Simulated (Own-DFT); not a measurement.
Si2SnGe13 (diamond-structure random alloy, strained, atoms displaced) (calculated)

Computed with Own-DFT development build. A calculation, not a measurement: plane-wave density functional theory by an unreviewed code, no spin, of a simulated periodic cell, stress positive in tension, run twice, with PBE and with PBEsol, both on files made for PBE, so the change isn't that of files made for PBEsol, forces on such cells moved up to 12 meV/angstrom on a denser k mesh; the far tail of each file's local potential was reset to the Coulomb form; each entry is a single point on an unrelaxed cell, so the pressure reflects the starting lattice, mostly measured values (interpolated for alloys), from which strain is counted, and rises with the displacements; printed positions are rounded, which can move forces by about a meV/angstrom; the program, named Own-DFT, is a retired in-house code; no spin-orbit coupling; stress was not checked against mesh or cutoff.

## Si2SnGe13 (diamond-structure random alloy, strained, atoms displaced)

```
CELL_PARAMETERS angstrom
11.07900 0.00000 0.00000
0.00000 11.07900 0.00000
0.00000 0.00000 11.36310
ATOMIC_POSITIONS crystal
Ge 0.99646 0.00107 0.00198
Ge 0.00552 0.24662 0.24620
Si 0.24475 0.01165 0.25222
Ge 0.24355 0.24276 0.00314
Si 0.13137 0.12414 0.12623
Ge 0.11256 0.37638 0.37854
Ge 0.37690 0.12845 0.37996
Ge 0.37387 0.37231 0.13047
Ge 0.00344 0.99908 0.50256
Sn 0.99524 0.25415 0.75120
Ge 0.24872 0.00155 0.75479
Sn 0.26291 0.24770 0.49393
Ge 0.13111 0.12466 0.63271
Ge 0.12255 0.37627 0.88083
Ge 0.37938 0.12452 0.86773
Ge 0.37329 0.37289 0.62089
Ge 0.00521 0.49651 0.99895
Ge 0.99997 0.74972 0.24987
Ge 0.25208 0.49775 0.24132
Ge 0.24646 0.74988 0.99922
Si 0.11938 0.62269 0.13163
Ge 0.12433 0.87421 0.37851
Ge 0.37122 0.62362 0.38199
Ge 0.37105 0.87442 0.11790
Ge 0.99765 0.49569 0.50266
Ge 0.99736 0.76020 0.74652
Ge 0.24535 0.50256 0.75266
Ge 0.24853 0.74554 0.49695
Ge 0.12599 0.61460 0.62970
Ge 0.11932 0.87553 0.87580
Ge 0.37967 0.63060 0.87268
Ge 0.37505 0.86844 0.62588
Ge 0.50902 0.99729 0.00833
Ge 0.49747 0.24406 0.24347
Ge 0.75140 0.99087 0.24434
Ge 0.74827 0.24109 0.00402
Ge 0.62739 0.12697 0.12416
Ge 0.62715 0.38056 0.37216
Ge 0.86563 0.11337 0.37287
Ge 0.87579 0.37520 0.13512
Ge 0.50255 0.99836 0.49822
Si 0.50046 0.25000 0.74217
Sn 0.74108 0.99819 0.74518
Sn 0.74721 0.24798 0.50301
Si 0.62272 0.12549 0.62196
Ge 0.62774 0.36528 0.86864
Ge 0.87146 0.12240 0.87107
Ge 0.87697 0.38231 0.62393
Ge 0.50014 0.51070 0.99873
Ge 0.49725 0.75343 0.25616
Ge 0.74606 0.49580 0.25415
Ge 0.75519 0.75062 0.99662
Ge 0.62848 0.63303 0.13099
Ge 0.63358 0.87286 0.37380
Ge 0.87487 0.62564 0.37513
Ge 0.87159 0.88633 0.11799
Si 0.50524 0.50048 0.49678
Si 0.50249 0.75246 0.75631
Ge 0.75838 0.50023 0.75168
Ge 0.74437 0.75445 0.49731
Ge 0.62965 0.62648 0.62254
Ge 0.62765 0.87226 0.87360
Ge 0.86918 0.62534 0.87826
Si 0.87447 0.87064 0.62332
```

```
functional                                        : PBE, then PBEsol
potential files                                   : PseudoDojo norm-conserving, scalar-relativistic, standard set
wave cutoff                                       : 49 hartree
occupations                                       : Fermi-Dirac
smearing width                                    : 0.1 eV
k mesh                                            : 3 x 3 x 3 centred on Gamma
PBE pressure                                      : 8.98 GPa
PBE stress xx                                     : -9.47 GPa
PBE stress yy                                     : -9.64 GPa
PBE stress zz                                     : -7.84 GPa
PBE stress yz                                     : -0.18 GPa
PBE stress xz                                     : 0.44 GPa
PBE stress xy                                     : 0.44 GPa
PBEsol pressure                                   : 5.86 GPa
PBEsol stress xx                                  : -6.35 GPa
PBEsol stress yy                                  : -6.51 GPa
PBEsol stress zz                                  : -4.72 GPa
PBEsol stress yz                                  : -0.16 GPa
PBEsol stress xz                                  : 0.42 GPa
PBEsol stress xy                                  : 0.43 GPa
rms change of force components from PBE to PBEsol : 0.045 eV/Å
```

Force:
```
force element  PBE force x (eV/Å)  PBE force y (eV/Å)  PBE force z (eV/Å)  PBEsol force x (eV/Å)  PBEsol force y (eV/Å)  PBEsol force z (eV/Å)
           Ge               1.159               1.124              -0.395                  1.077                  1.048                 -0.419
           Ge               -0.68              -0.737               0.591                 -0.701                 -0.652                  0.606
           Si               0.868              -1.407               0.127                  0.906                 -1.427                  0.191
           Ge               1.297                0.65              -0.643                  1.291                  0.682                 -0.666
           Si                -1.2              -0.453              -0.012                 -1.232                 -0.383                 -0.075
           Ge                 1.2               0.014              -1.347                  1.157                  0.006                 -1.308
           Ge               2.431              -3.382               -3.54                  2.399                 -3.254                 -3.412
           Ge                0.32              -0.082              -1.867                    0.3                 -0.084                 -1.789
           Ge              -0.644              -0.019               0.482                 -0.596                 -0.005                   0.43
           Sn               0.674              -0.186              -0.096                   0.66                 -0.178                 -0.092
           Ge               0.399              -1.093              -0.219                  0.378                 -1.045                 -0.216
           Sn              -4.066               1.428               1.215                  -3.95                  1.393                    1.2
           Ge              -0.241              -0.772              -1.073                 -0.231                 -0.764                 -1.037
           Ge               1.614               0.025               0.238                  1.553                  0.032                  0.235
           Ge               0.523               0.272                1.12                  0.456                  0.225                  1.112
           Ge               2.053               2.382                1.96                  1.934                  2.304                  1.892
           Ge              -1.229               1.162               1.241                 -1.216                  1.088                  1.165
           Ge              -0.353               0.521              -0.355                 -0.376                  0.534                  -0.29
           Ge              -1.107                0.63               1.673                 -1.032                  0.571                  1.652
           Ge              -0.658              -0.795               0.155                 -0.596                 -0.731                  0.116
           Si               0.668                0.17               -1.03                  0.653                  0.161                 -1.009
           Ge               0.353               0.477              -0.852                  0.306                  0.433                 -0.783
           Ge               0.818               -0.83              -1.009                  0.759                 -0.758                 -1.006
           Ge              -0.187               0.784               1.554                 -0.142                  0.736                   1.47
           Ge               0.032               1.464              -0.336                  0.033                  1.404                 -0.319
           Ge              -0.092               -1.68               0.168                 -0.044                 -1.664                  0.216
           Ge               1.477              -0.931               0.691                  1.414                 -0.896                  0.656
           Ge               -0.43               0.131               1.115                 -0.408                  0.123                  1.074
           Ge              -0.921               1.716              -0.815                 -0.887                  1.655                 -0.789
           Ge                0.45               0.253               0.282                  0.436                  0.247                  0.267
           Ge              -0.824              -0.058              -0.141                  -0.84                 -0.095                 -0.085
           Ge               0.085               0.333               0.303                  0.049                  0.355                  0.255
           Ge              -0.866               0.027               -1.35                 -0.835                  0.019                 -1.306
           Ge               0.554               0.638               1.128                  0.532                  0.624                   1.09
           Ge              -0.967               1.073               0.404                 -0.928                  1.042                  0.397
           Ge               1.043               1.437              -0.615                  1.003                   1.38                   -0.6
           Ge              -0.131              -0.852               0.922                 -0.132                 -0.834                  0.879
           Ge              -2.041              -0.683              -0.154                 -1.932                 -0.685                 -0.193
           Ge                2.07                0.09              -0.668                  2.014                   0.08                 -0.649
           Ge              -0.078              -0.304               -1.34                 -0.073                 -0.305                 -1.289
           Ge               0.101              -0.227               0.268                  0.069                 -0.241                  0.225
           Si              -0.008              -0.187              -0.032                 -0.054                 -0.141                  0.007
           Sn               1.127              -0.072              -0.722                   1.11                 -0.082                   -0.6
           Sn               0.467               0.628              -0.569                  0.506                  0.663                 -0.612
           Si              -2.758               0.067               0.367                 -2.673                  0.019                  0.317
           Ge              -0.427               0.735               0.547                 -0.367                  0.741                  0.563
           Ge              -0.122              -0.229               2.116                 -0.124                  -0.22                  2.069
           Ge              -0.743               0.584               -0.13                 -0.713                  0.577                  -0.12
           Ge               0.603              -1.401               0.382                  0.577                 -1.343                   0.37
           Ge              -0.435              -0.116              -0.274                 -0.401                  -0.12                 -0.272
           Ge               0.882               1.363               -0.79                   0.86                  1.315                 -0.759
           Ge              -0.765               0.314               0.861                 -0.745                   0.31                  0.829
           Ge              -0.168              -0.293               -0.31                 -0.169                 -0.287                 -0.301
           Ge              -1.471               0.743              -0.439                 -1.428                  0.709                 -0.425
           Ge              -0.246               -0.09               0.252                 -0.246                 -0.089                  0.241
           Ge                0.77              -2.156               0.283                  0.735                 -2.081                  0.269
           Si              -0.545               0.132               0.618                 -0.534                   0.13                  0.602
           Si               0.136              -0.341               -1.19                  0.137                 -0.332                 -1.164
           Ge              -1.258              -0.015              -0.203                 -1.206                 -0.015                 -0.204
           Ge               1.663              -0.755               0.771                  1.577                 -0.764                  0.707
           Ge               -0.93              -0.241               0.771                 -0.836                 -0.221                  0.741
           Ge              -1.478              -1.103               1.653                 -1.392                 -1.031                  1.652
           Ge               1.872              -0.056              -0.401                  1.805                 -0.056                 -0.392
           Si                0.36               0.177              -1.341                  0.355                  0.173                 -1.319
```
